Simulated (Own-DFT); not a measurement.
# How strain changes the stress of C40 NbSi2, 36 atoms (Nb12Si24)

All numbers below are calculated, not measured. They come from Own-DFT, an in-house plane-wave density functional program, since retired, whose code no person has reviewed. Each row is one single-point run on a periodic cell that was not relaxed, without spin or spin-orbit coupling.

Settings of every run: PBE; PseudoDojo norm-conserving scalar-relativistic files; cutoff 42 hartree; 4 x 4 x 5 k mesh centred on Gamma; cold (Marzari-Vanderbilt) smearing of 0.2 eV.

Known limits: forces on such cells failed a check on a denser k mesh; stress not checked against mesh or cutoff.

Unstrained cell vectors in Å: (0.000, 8.324, 0.000); (-9.613, 0.000, 0.000); (0.000, 0.000, 6.586). The unstrained cell was taken from the Materials Project. The random moves and any unrelaxed bonds add to the pressure at no strain. Each run strains this cell uniformly, with the atoms carried along. Every atom was also moved at random, by a Gaussian of width 0.05 Å on each axis. Strain is the symmetric tensor, in per cent. Stress is positive in tension, and the pressure is minus a third of its trace.

| run | e_xx (%) | e_yy (%) | e_zz (%) | e_yz (%) | e_xz (%) | e_xy (%) | s_xx (GPa) | s_yy (GPa) | s_zz (GPa) | s_yz (GPa) | s_xz (GPa) | s_xy (GPa) | P (GPa) | E (meV/atom) |
|---|---|---|---|---|---|---|---|---|---|---|---|---|---|---|
| 1 | 0.87 | -0.20 | -0.85 | 0.77 | -1.62 | -1.70 | -1.21 | -3.65 | -7.54 | 2.09 | -4.99 | -5.11 | 4.13 | 28.8 |
| 2 | 1.45 | 1.57 | 0.54 | -1.59 | -1.36 | -0.21 | 3.82 | 3.42 | -0.07 | -3.85 | -4.48 | -0.49 | -2.39 | 25.0 |
| 3 | 0.78 | -1.25 | 0.76 | 0.97 | -0.78 | 1.50 | 0.11 | -6.07 | -1.06 | 3.09 | -2.58 | 4.21 | 2.34 | 11.4 |
| 4 | 0.96 | -0.11 | -1.30 | 1.07 | -0.90 | 0.06 | -0.45 | -3.25 | -9.02 | 3.66 | -3.28 | 0.13 | 4.24 | 10.9 |
| 5 | -1.58 | -1.54 | -0.61 | -1.31 | 0.69 | -0.99 | -10.22 | -9.98 | -9.43 | -4.02 | 2.50 | -3.16 | 9.87 | 18.3 |
| 6 | -1.39 | -0.23 | -1.90 | 1.33 | 0.27 | 1.98 | -10.11 | -6.36 | -14.92 | 4.04 | 1.64 | 6.95 | 10.46 | 35.1 |
| 7 | -1.08 | -0.49 | 1.87 | 1.43 | 1.76 | -0.04 | -5.21 | -3.28 | 1.97 | 5.04 | 5.37 | -0.36 | 2.17 | 17.5 |
| 8 | 0.52 | -1.30 | 1.76 | -1.19 | -1.51 | 1.64 | -0.90 | -4.93 | 2.15 | -3.71 | -4.29 | 4.39 | 1.23 | 23.5 |
| 9 | -1.06 | 1.51 | 0.67 | 1.23 | 0.57 | -1.11 | -4.55 | 2.36 | -0.06 | 3.08 | 1.72 | -3.41 | 0.75 | 0.0 |
| 10 | 1.38 | -1.32 | 1.22 | 1.53 | -1.57 | -0.62 | 2.56 | -6.08 | 2.24 | 4.38 | -4.27 | -1.52 | 0.43 | 8.6 |
| 11 | -0.63 | 1.90 | -1.86 | 0.26 | 1.98 | -0.03 | -5.21 | 2.63 | -11.87 | 0.70 | 6.67 | -0.40 | 4.82 | 17.5 |
| 12 | -1.64 | 1.36 | -1.17 | -1.41 | -1.40 | -1.84 | -10.05 | 0.30 | -10.69 | -5.13 | -5.30 | -6.38 | 6.82 | 42.4 |
| 13 | 1.44 | 1.32 | -1.50 | -0.11 | 0.91 | 0.04 | 2.34 | 2.20 | -8.64 | -0.25 | 2.28 | -0.71 | 1.37 | 7.9 |
| 14 | 1.92 | -0.51 | 1.16 | -1.22 | -0.81 | 0.92 | 4.08 | -1.74 | 2.15 | -3.84 | -1.69 | 2.32 | -1.50 | 8.5 |
| 15 | -1.36 | -1.34 | 1.45 | -0.56 | -1.56 | 1.80 | -8.18 | -7.20 | 0.33 | -1.38 | -4.71 | 6.34 | 5.02 | 20.1 |
| 16 | -0.15 | 0.28 | -0.58 | 0.22 | -1.62 | 0.90 | ? | ? | ? | ? | ? | ? | ? | ? |

E is the free energy for each atom above the lowest run shown.

## Worked fit

Each stress component was fitted by least squares to a constant and the strains of the runs shown, as fractions, with shears doubled. Shear strains stay in the fit of a normal stress only where such slopes are resolved. The slopes, in GPa:

| stress | at no strain | per e_xx | per e_yy | per e_zz | scatter |
|---|---|---|---|---|---|
| s_xx | -3.0 | 369 ± 12 | 76 ± 14 | 89 ± 13 | 0.56 |
| s_yy | -2.7 | 67 ± 10 | 357 ± 12 | 81 ± 11 | 0.50 |
| s_zz | -4.4 | 95 ± 14 | 72 ± 16 | 447 ± 15 | 0.66 |

Each shear stress against twice its own strain: yz 150 ± 6, xz 162 ± 7, xy 159 ± 6 GPa. These are stiffnesses along x, y and z of the frame in which the cell vectors are given, which need not be the crystal's axes. The atoms are held to the strained lattice; where symmetry lets them move under strain, relaxing them would lower some slopes. The table should be nearly symmetric about its diagonal, and what it lacks of that shows the noise. A ninth of its sum, 184 ± 7 GPa, estimates the bulk modulus near the mean pressure of these runs, 3.3 GPa, so it lies above the value at zero pressure.

## Withheld run

Question: what normal stresses and pressure should run 16 give?

The fit gives s_xx = -3.9, s_yy = -2.2, s_zz = -6.9 and P = 4.3 GPa. The calculation gave -3.10, -1.85, -6.19 and P = 3.71 GPa.
